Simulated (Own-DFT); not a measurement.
Simulation results for Hf₃₆O₇₁ (tetragonal hafnia with one neutral oxygen vacancy, atoms displaced)

Computed with Own-DFT development build. A calculation, not a measurement: plane-wave PBE and HSE06 DFT by an unreviewed code, no spin, of a simulated cell at Gamma alone, so results move with cell size and shape, stress positive in tension, energies less offsets, not probed for a lower state with spin; hafnium file: forces about 75 meV/angstrom off all-electron values; oxygen file: force components 24 meV/angstrom off all-electron in a glass; k mesh not checked against a denser one; forces and stress are PBE's, HSE06 gives the energy alone, and its difference from PBE has offsets of its own; offsets are fitted by least squares, one for each functional and potential file, so energies compare only between cells with the same atoms and settings and are not formation energies; the far tail of each file's local potential was reset to the Coulomb form; each entry is a single point on an unrelaxed cell, so the pressure reflects the starting lattice, taken from the Materials Project, from which strain is counted, and rises with the displacements; printed positions are rounded, which can move forces by about a meV/angstrom; the program is a retired in-house code; no spin-orbit coupling.

Common to all runs: first functional PBE; second functional HSE06; exact exchange share 0.25; screening 0.11 1/bohr; exchange divergence Gygi-Baldereschi; potential files PseudoDojo norm-conserving, scalar-relativistic, made for PBE, standard set; wave cutoff 48 hartree; occupations fixed; k mesh 1 x 1 x 1 centred on Gamma.

```yaml
- entry: 1
  formula: Hf36O71
  kind: "tetragonal hafnia with one neutral oxygen vacancy, atoms displaced"
  structure:
    cell_angstrom: [[10.78, 0.0, 0.0], [0.0, 10.78, 0.0], [0.0, 0.0, 10.4493]]
    atoms_fractional:
      - [Hf, 0.99917, 0.99662, 0.00265]
      - [Hf, 0.17109, 0.16609, 0.24752]
      - [O, 0.0016, 0.16143, 0.15391]
      - [O, 0.16559, 0.99383, 0.35079]
      - [O, 0.99667, 0.16377, 0.39949]
      - [O, 0.16671, 0.99973, 0.09827]
      - [Hf, 0.00459, 0.00091, 0.49729]
      - [Hf, 0.16838, 0.16874, 0.75029]
      - [O, 0.99702, 0.16756, 0.64968]
      - [O, 0.16638, 0.99639, 0.84857]
      - [O, 0.00298, 0.1698, 0.90526]
      - [O, 0.1618, 0.9982, 0.59851]
      - [Hf, 0.99815, 0.33202, 0.99941]
      - [Hf, 0.16285, 0.49866, 0.25142]
      - [O, 0.00106, 0.49624, 0.15168]
      - [O, 0.16874, 0.33393, 0.34997]
      - [O, 0.99879, 0.49987, 0.40482]
      - [O, 0.17085, 0.3328, 0.10321]
      - [Hf, 0.9986, 0.32826, 0.4965]
      - [Hf, 0.17087, 0.49827, 0.74877]
      - [O, 0.99767, 0.5025, 0.64965]
      - [O, 0.16369, 0.33287, 0.84668]
      - [O, 0.00159, 0.49623, 0.90266]
      - [O, 0.16675, 0.33438, 0.59869]
      - [Hf, 0.99811, 0.66675, 0.99906]
      - [Hf, 0.16789, 0.8301, 0.24886]
      - [O, 0.99433, 0.83732, 0.15181]
      - [O, 0.16867, 0.66472, 0.34757]
      - [O, 0.99947, 0.83016, 0.40587]
      - [O, 0.16677, 0.67048, 0.0998]
      - [Hf, 0.00323, 0.66954, 0.50657]
      - [Hf, 0.16708, 0.82837, 0.74731]
      - [O, 0.00455, 0.82961, 0.65928]
      - [O, 0.16992, 0.66737, 0.84342]
      - [O, 0.99849, 0.83403, 0.89994]
      - [O, 0.16545, 0.6673, 0.59349]
      - [Hf, 0.32712, 0.99831, 0.99947]
      - [Hf, 0.50105, 0.1639, 0.25082]
      - [O, 0.3332, 0.16801, 0.15204]
      - [O, 0.50042, 0.00175, 0.34915]
      - [O, 0.33558, 0.16702, 0.40859]
      - [O, 0.50131, 0.00294, 0.09553]
      - [Hf, 0.33348, 0.99902, 0.49695]
      - [Hf, 0.4986, 0.16378, 0.75095]
      - [O, 0.33502, 0.16688, 0.65128]
      - [O, 0.49781, 0.99722, 0.85079]
      - [O, 0.3357, 0.16904, 0.90283]
      - [O, 0.49774, 0.99842, 0.60305]
      - [Hf, 0.33267, 0.33557, 0.99749]
      - [Hf, 0.50054, 0.50083, 0.24855]
      - [O, 0.33354, 0.49881, 0.15345]
      - [O, 0.50073, 0.3315, 0.34745]
      - [O, 0.33178, 0.5023, 0.3999]
      - [O, 0.49836, 0.33163, 0.09659]
      - [Hf, 0.33049, 0.33807, 0.50236]
      - [Hf, 0.5007, 0.50417, 0.74777]
      - [O, 0.32905, 0.50136, 0.65266]
      - [O, 0.49875, 0.32644, 0.85572]
      - [O, 0.32817, 0.49617, 0.9018]
      - [O, 0.50313, 0.33324, 0.59245]
      - [Hf, 0.33167, 0.66405, 0.99924]
      - [Hf, 0.50183, 0.83391, 0.25082]
      - [O, 0.33263, 0.82896, 0.14932]
      - [O, 0.49803, 0.66605, 0.34741]
      - [O, 0.33645, 0.83497, 0.39462]
      - [O, 0.50121, 0.66636, 0.10078]
      - [Hf, 0.33391, 0.66453, 0.50195]
      - [Hf, 0.49831, 0.83448, 0.7521]
      - [O, 0.33541, 0.83166, 0.65441]
      - [O, 0.50583, 0.6636, 0.84774]
      - [O, 0.33096, 0.83532, 0.90467]
      - [O, 0.49857, 0.66251, 0.60244]
      - [Hf, 0.66925, 0.99924, 0.99786]
      - [Hf, 0.83601, 0.17014, 0.25119]
      - [O, 0.66316, 0.16899, 0.15317]
      - [O, 0.83611, 0.00817, 0.34716]
      - [O, 0.83399, 0.99703, 0.09902]
      - [Hf, 0.67158, 0.99761, 0.5057]
      - [Hf, 0.83632, 0.1681, 0.74333]
      - [O, 0.66739, 0.16492, 0.65109]
      - [O, 0.83434, 0.99337, 0.84633]
      - [O, 0.66687, 0.16664, 0.90021]
      - [O, 0.83199, 0.00431, 0.59494]
      - [Hf, 0.66859, 0.33258, 0.99636]
      - [Hf, 0.83395, 0.4992, 0.25244]
      - [O, 0.672, 0.49825, 0.15079]
      - [O, 0.83093, 0.33285, 0.34873]
      - [O, 0.66504, 0.49819, 0.39955]
      - [O, 0.83546, 0.33445, 0.09691]
      - [Hf, 0.66102, 0.33147, 0.49553]
      - [Hf, 0.83149, 0.49765, 0.75185]
      - [O, 0.66917, 0.50016, 0.65507]
      - [O, 0.83597, 0.34173, 0.84983]
      - [O, 0.67045, 0.49889, 0.89789]
      - [O, 0.83173, 0.33244, 0.59873]
      - [Hf, 0.67137, 0.66391, 0.99747]
      - [Hf, 0.83208, 0.82737, 0.24473]
      - [O, 0.66545, 0.83417, 0.15228]
      - [O, 0.82892, 0.66505, 0.34842]
      - [O, 0.66662, 0.83426, 0.40052]
      - [O, 0.83109, 0.66506, 0.09097]
      - [Hf, 0.66699, 0.66276, 0.49654]
      - [Hf, 0.83186, 0.83341, 0.75059]
      - [O, 0.66539, 0.82958, 0.6503]
      - [O, 0.83256, 0.66658, 0.84636]
      - [O, 0.66826, 0.83606, 0.90702]
      - [O, 0.82873, 0.66439, 0.60393]
  results:
    "PBE_energy_of_cell_above_offsets [eV]": "-100.707"
    "HSE06_less_PBE_above_offsets [eV]": "-0.147"
    "PBE_pressure [GPa]": 0.82
    "PBE_stress_xx [GPa]": -0.66
    "PBE_stress_yy [GPa]": -0.52
    "PBE_stress_zz [GPa]": -1.28
    "PBE_stress_yz [GPa]": -0.21
    "PBE_stress_xz [GPa]": 0.1
    "PBE_stress_xy [GPa]": 0.0
    force_element: [Hf, Hf, O, O, O, O, Hf, Hf, O, O, O, O, Hf, Hf, O, O, O, O, Hf, Hf, O, O, O, O, Hf, Hf, O, O, O, O, Hf, Hf, O, O, O, O, Hf, Hf, O, O, O, O, Hf, Hf, O, O, O, O, Hf, Hf, O, O, O, O, Hf, Hf, O, O, O, O, Hf, Hf, O, O, O, O, Hf, Hf, O, O, O, O, Hf, Hf, O, O, O, Hf, Hf, O, O, O, O, Hf, Hf, O, O, O, O, Hf, Hf, O, O, O, O, Hf, Hf, O, O, O, O, Hf, Hf, O, O, O, O]
    "force_x [eV/angstrom]": [-0.108, -0.258, 0.295, 0.026, 0.628, -0.284, -0.868, -0.008, 1.166, 0.129, -0.378, 1.204, 0.675, 0.71, -0.433, -0.209, 0.059, -0.957, -0.299, -2.193, 0.79, 0.34, 0.228, -0.369, 0.438, 0.215, 1.124, -0.229, -0.207, -0.615, -1.63, 0.44, -1.448, -0.027, 0.213, 1.086, 1.282, -0.014, -0.143, 0.153, -0.562, -0.44, 0.244, 0.3, -0.602, 0.167, -0.709, 0.306, 0.696, 0.103, -0.275, 0.315, 0.28, 0.395, 0.526, 0.838, 1.221, 0.201, 0.222, -1.142, 0.457, -0.428, 0.179, 0.215, -0.186, 0.051, 0.287, 0.49, -0.413, -0.585, 0.34, 0.05, -0.515, -0.7, 1.179, -0.733, -0.383, -1.241, -0.968, -0.222, 0.069, 0.536, 1.241, -0.822, 0.07, -0.663, 0.049, -0.021, -0.198, 0.863, 0.69, -1.122, -0.071, -0.485, 0.057, -1.548, -0.719, 0.445, 0.04, 0.041, 1.135, 0.291, 0.087, -0.134, 0.121, -0.057, 0.624]
    "force_y [eV/angstrom]": [0.549, 0.125, 0.327, 0.904, 0.741, -0.201, -0.377, -0.754, 0.054, 0.696, -1.076, 0.228, 0.366, -0.204, 0.545, -0.471, -0.039, -0.093, 0.935, -0.232, -0.077, 0.005, 1.273, -0.194, -0.301, -0.155, -0.556, 0.412, 0.382, -0.206, -1.044, 1.257, -0.1, -0.699, -0.784, 0.076, 0.565, 0.401, -0.454, -0.267, 0.06, -0.338, 0.133, -0.119, 0.145, 0.347, -0.773, -0.129, -0.949, -0.404, 0.41, 0.274, -0.357, 0.579, -0.812, -0.971, -0.115, 1.441, 1.072, 0.367, 0.61, 0.055, 0.351, 0.043, -0.534, -0.291, 0.693, 0.213, -0.207, 0.408, -1.177, -0.325, 0.646, -0.741, 0.018, -1.571, 0.254, 0.675, 0.151, 0.002, 1.757, -0.224, -0.489, -0.218, -0.349, 0.158, 0.156, 0.139, -0.359, -0.886, 1.026, -0.014, -2.414, 0.03, -0.256, 0.123, 1.541, -0.221, 0.026, -0.306, 0.296, 0.643, -0.899, 0.421, 0.134, -0.992, 0.491]
    "force_z [eV/angstrom]": [-0.403, 0.174, -0.093, -0.34, 0.193, 0.397, -0.378, 0.268, -0.041, -0.277, -0.522, -0.017, 0.443, -0.154, 0.207, 0.121, -0.33, -0.511, 0.665, 0.41, 0.651, -0.075, 0.272, 0.066, -0.679, 0.051, -0.091, 0.015, -0.199, -0.608, -0.247, 0.747, -0.985, 0.524, 0.744, 0.657, 0.025, -0.428, 0.315, 0.146, -0.488, 0.161, 0.431, 0.311, 0.407, -0.402, -0.294, -0.48, 1.09, -0.464, -0.169, -0.039, 0.654, -0.032, -0.739, 0.251, -0.545, -1.472, -0.535, 0.876, 0.779, -0.282, 0.25, 0.404, 0.97, -0.741, -0.979, -0.129, -0.559, 0.275, -0.321, -0.572, 0.749, -0.525, 0.492, -0.054, -0.418, -1.119, 0.921, -0.077, -0.047, -0.031, 0.669, 0.678, -0.173, 0.011, 0.138, 0.119, 0.171, -0.056, -0.973, -0.471, 0.11, 0.389, -0.312, -0.199, 1.141, -0.02, -0.318, 0.251, 1.163, 0.649, -0.293, 0.449, 0.587, -0.719, -1.218]
- entry: 2
  formula: Hf36O71
  kind: "tetragonal hafnia with one neutral oxygen vacancy, atoms displaced"
  structure:
    cell_angstrom: [[10.78, 0.0, 0.0], [0.0, 10.78, 0.0], [0.0, 0.0, 10.4493]]
    atoms_fractional:
      - [Hf, 0.99737, 0.9957, 0.9981]
      - [Hf, 0.16481, 0.16889, 0.25319]
      - [O, 0.00555, 0.16623, 0.13697]
      - [O, 0.15694, 0.99322, 0.34623]
      - [O, 0.00291, 0.17377, 0.41073]
      - [O, 0.15914, 0.99673, 0.09523]
      - [Hf, 0.99621, 0.99392, 0.49073]
      - [Hf, 0.17013, 0.17482, 0.74756]
      - [O, 0.99692, 0.16122, 0.65443]
      - [O, 0.16942, 0.99429, 0.8482]
      - [O, 0.99744, 0.15902, 0.90506]
      - [O, 0.16275, 0.9865, 0.58946]
      - [Hf, 0.99184, 0.32199, 0.00635]
      - [Hf, 0.16105, 0.49439, 0.25763]
      - [O, 0.00563, 0.49116, 0.13894]
      - [O, 0.17581, 0.34513, 0.35138]
      - [O, 0.00135, 0.51022, 0.4161]
      - [O, 0.16528, 0.32647, 0.09531]
      - [Hf, 0.99153, 0.32517, 0.49473]
      - [Hf, 0.16571, 0.48439, 0.75301]
      - [O, 0.99627, 0.50863, 0.65617]
      - [O, 0.17416, 0.3461, 0.8568]
      - [O, 0.9948, 0.49408, 0.90883]
      - [O, 0.17129, 0.32579, 0.59532]
      - [Hf, 0.00431, 0.65945, 0.99079]
      - [Hf, 0.16282, 0.84869, 0.25936]
      - [O, 0.0043, 0.82849, 0.13204]
      - [O, 0.15267, 0.66737, 0.35602]
      - [O, 5.0e-05, 0.83202, 0.41098]
      - [O, 0.15052, 0.66465, 0.09022]
      - [Hf, 0.00342, 0.66028, 0.51181]
      - [Hf, 0.16079, 0.83479, 0.75644]
      - [O, 0.99684, 0.83349, 0.66339]
      - [O, 0.17594, 0.65597, 0.83279]
      - [O, 0.00237, 0.83192, 0.90106]
      - [O, 0.17158, 0.67901, 0.59969]
      - [Hf, 0.34075, 0.98136, 0.00498]
      - [Hf, 0.50484, 0.16083, 0.25381]
      - [O, 0.33251, 0.159, 0.15068]
      - [O, 0.49058, 0.99955, 0.33566]
      - [O, 0.32934, 0.1666, 0.40149]
      - [O, 0.5064, 0.00485, 0.10516]
      - [Hf, 0.32394, 0.0079, 0.50092]
      - [Hf, 0.49694, 0.17458, 0.75313]
      - [O, 0.32955, 0.1789, 0.65824]
      - [O, 0.50202, 0.01196, 0.84619]
      - [O, 0.33979, 0.16561, 0.90039]
      - [Hf, 0.32968, 0.32992, 0.01719]
      - [Hf, 0.4973, 0.48091, 0.26097]
      - [O, 0.3463, 0.50365, 0.14125]
      - [O, 0.50421, 0.33029, 0.33499]
      - [O, 0.32714, 0.50265, 0.39955]
      - [O, 0.49771, 0.34508, 0.09471]
      - [Hf, 0.32968, 0.33717, 0.51543]
      - [Hf, 0.48913, 0.49865, 0.73213]
      - [O, 0.34303, 0.52178, 0.63796]
      - [O, 0.49273, 0.33782, 0.85521]
      - [O, 0.33511, 0.50533, 0.89518]
      - [O, 0.50683, 0.33404, 0.59751]
      - [Hf, 0.34363, 0.66351, 0.98398]
      - [Hf, 0.49667, 0.82566, 0.24431]
      - [O, 0.32046, 0.83232, 0.16618]
      - [O, 0.4956, 0.66159, 0.33925]
      - [O, 0.34204, 0.82563, 0.41099]
      - [O, 0.48839, 0.66086, 0.09389]
      - [Hf, 0.3264, 0.65551, 0.49096]
      - [Hf, 0.50591, 0.8237, 0.74845]
      - [O, 0.3266, 0.83994, 0.65239]
      - [O, 0.49338, 0.66482, 0.85543]
      - [O, 0.33517, 0.83453, 0.9025]
      - [O, 0.48187, 0.67116, 0.6043]
      - [Hf, 0.67451, 0.99885, 0.99823]
      - [Hf, 0.83359, 0.17074, 0.24475]
      - [O, 0.65922, 0.16947, 0.1514]
      - [O, 0.82458, 0.99222, 0.34353]
      - [O, 0.66915, 0.15221, 0.4002]
      - [O, 0.8332, 0.00093, 0.08804]
      - [Hf, 0.66535, 0.99825, 0.49691]
      - [Hf, 0.83155, 0.16198, 0.74506]
      - [O, 0.66343, 0.15632, 0.63957]
      - [O, 0.83619, 0.00252, 0.85122]
      - [O, 0.67, 0.17052, 0.91131]
      - [O, 0.8535, 0.9901, 0.58613]
      - [Hf, 0.68102, 0.33101, 0.00027]
      - [Hf, 0.83522, 0.50085, 0.25423]
      - [O, 0.67374, 0.49609, 0.14909]
      - [O, 0.83581, 0.3533, 0.36913]
      - [O, 0.66193, 0.50244, 0.39818]
      - [O, 0.8291, 0.3335, 0.0859]
      - [Hf, 0.67087, 0.34585, 0.50221]
      - [Hf, 0.84161, 0.50571, 0.75471]
      - [O, 0.65466, 0.50263, 0.64017]
      - [O, 0.82911, 0.32658, 0.84466]
      - [O, 0.67002, 0.50184, 0.89972]
      - [O, 0.8231, 0.32205, 0.60939]
      - [Hf, 0.66248, 0.66487, 0.99303]
      - [Hf, 0.82249, 0.83532, 0.259]
      - [O, 0.66058, 0.83186, 0.16562]
      - [O, 0.82698, 0.66456, 0.34728]
      - [O, 0.66531, 0.84683, 0.4021]
      - [O, 0.8407, 0.68136, 0.09971]
      - [Hf, 0.65693, 0.67389, 0.49603]
      - [Hf, 0.82814, 0.83139, 0.75386]
      - [O, 0.66635, 0.83761, 0.63871]
      - [O, 0.82617, 0.67622, 0.85973]
      - [O, 0.67303, 0.83263, 0.89544]
      - [O, 0.83693, 0.66353, 0.59019]
  results:
    "PBE_energy_of_cell_above_offsets [eV]": "-84.870"
    "HSE06_less_PBE_above_offsets [eV]": "0.763"
    "PBE_pressure [GPa]": 6.15
    "PBE_stress_xx [GPa]": -4.46
    "PBE_stress_yy [GPa]": -8.03
    "PBE_stress_zz [GPa]": -5.95
    "PBE_stress_yz [GPa]": -0.32
    "PBE_stress_xz [GPa]": 0.02
    "PBE_stress_xy [GPa]": -0.01
    force_element: [Hf, Hf, O, O, O, O, Hf, Hf, O, O, O, O, Hf, Hf, O, O, O, O, Hf, Hf, O, O, O, O, Hf, Hf, O, O, O, O, Hf, Hf, O, O, O, O, Hf, Hf, O, O, O, O, Hf, Hf, O, O, O, Hf, Hf, O, O, O, O, Hf, Hf, O, O, O, O, Hf, Hf, O, O, O, O, Hf, Hf, O, O, O, O, Hf, Hf, O, O, O, O, Hf, Hf, O, O, O, O, Hf, Hf, O, O, O, O, Hf, Hf, O, O, O, O, Hf, Hf, O, O, O, O, Hf, Hf, O, O, O, O]
    "force_x [eV/angstrom]": [1.763, 1.983, -1.832, 0.376, -0.141, 1.813, 2.675, -1.176, 1.253, 0.039, 0.442, -0.466, 2.397, 0.721, -1.612, -1.016, 0.054, -1.014, -0.461, 0.691, 1.269, -0.578, -0.719, -2.571, -0.705, -1.968, -0.725, 1.055, -0.742, 3.446, 2.019, 0.685, -0.499, -1.048, -0.087, -0.974, -1.281, -1.491, -0.552, 0.042, -0.684, -0.215, 2.219, 0.451, 0.797, 0.517, -1.113, 2.5, 0.359, -3.075, 0.14, 0.806, 1.325, 1.906, 2.558, -4.128, 0.44, -0.242, -1.779, -3.324, -2.237, 2.07, 1.105, -0.529, 3.047, -1.202, -2.86, 2.073, 1.567, 0.581, 3.639, -2.121, -1.586, 3.173, 1.658, 0.517, -0.459, -0.609, -0.522, 0.285, -0.925, 0.121, -5.318, -6.527, -0.412, 0.093, 0.188, -0.182, 3.141, -0.37, -2.366, 1.831, 0.556, 0.63, 1.581, 0.956, 2.348, 0.967, -0.589, -0.407, -1.65, 0.339, 1.839, -0.158, 0.399, -1.316, -2.878]
    "force_y [eV/angstrom]": [-2.224, -0.351, 0.545, 5.956, -1.931, 0.64, -0.385, -2.39, 1.381, 2.394, 1.972, 1.624, 0.801, 4.884, -0.931, -3.554, -4.146, -0.205, 3.246, 5.297, -1.217, -4.1, -1.324, 0.982, 2.716, -6.717, 1.844, -0.511, -0.826, -0.823, 3.441, -1.075, -0.655, 0.334, -0.352, -0.974, 3.753, -0.861, 0.815, -0.795, 1.596, -1.102, -3.713, -0.322, -0.346, -2.442, -0.135, 0.346, 5.313, -0.974, -3.566, -3.226, -0.964, -0.786, -0.41, -3.687, 0.096, -2.135, 0.085, -1.161, 0.255, 0.723, -0.038, 1.977, 1.898, 4.739, 1.951, 1.013, 0.205, -0.953, 0.972, 0.656, -1.887, 0.504, 4.169, 3.45, 0.787, 1.398, 0.162, -0.528, -0.936, -1.408, 0.598, 2.003, 3.358, 0.166, -3.076, 0.111, -1.042, -1.256, -0.199, 0.436, 1.007, -0.151, 0.987, -1.104, -3.529, 0.039, 0.254, -3.711, -1.286, -0.379, 0.837, -0.484, -2.024, 0.566, 0.021]
    "force_z [eV/angstrom]": [-0.278, -1.788, 3.155, 1.897, -3.25, 0.806, 0.805, 2.864, -0.218, -0.283, -1.155, 0.397, -1.943, -2.999, 2.809, 0.872, -2.096, 1.926, 3.01, -0.694, 0.236, 0.234, -2.574, 1.488, 2.175, -3.853, 3.364, -1.178, -1.145, 0.292, -0.106, -1.694, -0.342, 0.858, -0.942, -0.666, 0.365, -1.15, 1.188, 1.722, 0.458, -1.636, 0.503, 1.166, -1.451, -0.46, 0.516, -2.565, -5.118, 1.707, 4.106, -1.08, 0.713, -3.059, 4.307, -0.072, -2.102, -1.006, -0.062, 2.092, 1.405, -1.821, 1.431, -0.601, 0.286, 0.828, -1.082, 1.607, -1.609, -0.482, -0.451, -0.72, 0.097, 0.315, -0.151, -1.401, 2.363, 2.212, 0.325, 1.717, -1.103, -1.18, 2.106, -2.24, -2.116, 0.932, -1.436, 0.232, 4.629, 0.291, 1.055, 0.214, 0.14, -0.254, -1.068, 2.116, -2.958, -2.104, 0.282, -0.872, -0.377, 0.053, -0.741, 1.229, -2.042, 0.324, 1.562]
```
